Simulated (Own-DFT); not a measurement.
# Biaxial strain at fixed height in wurtzite GaN, 72 atoms (Ga36N36)

Source: density functional calculations with Own-DFT, an unreviewed in-house program that is no longer used. Nothing was measured or relaxed, and spin and spin-orbit coupling are left out.

Method: PBE; PseudoDojo norm-conserving scalar-relativistic files (stringent for Ga); cutoff 96 hartree; 4 x 4 x 3 k mesh centred on Gamma; Gaussian smearing of 0.01 eV.

Known weak points: forces not confirmed at this smearing and k mesh; stress not checked against mesh or cutoff.

Unstrained cell vectors in Å: (9.567, 0.000, 0.000); (-4.783, 8.285, 0.000); (0.000, 0.000, 10.370). The unstrained cell has measured lattice constants (interpolated for alloys), not those of this functional. That, the random moves and any unrelaxed bonds set the pressure at no strain. Each run strains x and y alike by e, as a substrate would, and holds the height along z. Each atom got a random Gaussian move of width 0.05 Å along each axis. Stress is positive in tension.

```
e (%),u (Å),(s_xx + s_yy)/2 (GPa),s_zz (GPa)
-2.50,0.050,-22.92,-10.79
-0.75,0.050,-11.22,-7.64
-0.50,0.045,-9.35,-7.37
-0.25,0.048,?,?
0.25,0.046,-5.23,-6.30
0.75,0.050,-2.51,-7.15
1.75,0.052,0.24,-2.35
2.00,0.050,2.51,-3.28
2.50,0.045,4.97,-3.49
3.00,0.049,6.39,-3.10
```

## Working it out

With e as a fraction, the in-plane stress is -6.8 + 545 e - 3744 e² GPa (errors 14 and 754, scatter 0.64), and s_zz is -6.8 + 150 e GPa (slope ± 20, scatter 0.98). At e = 0 the first slope is C11 + C12 and the second 2 C13, both with the ions held to the strained lattice and at the cell's own pressure. The term in e² is negative: the layer stiffens under compression and softens under tension. A free layer would change its height as e changes, and the in-plane slope would drop by 2 C13²/C33 to the biaxial modulus. At fixed height, a misfit of 1 % moves the in-plane stress by about 5.5 GPa and s_zz by 1.5 GPa.

## Prediction

The question: what are the two stresses at e = -0.25 %?

Estimate: -8.2 and -7.2 GPa. The hidden result is -7.92 and -7.56 GPa.
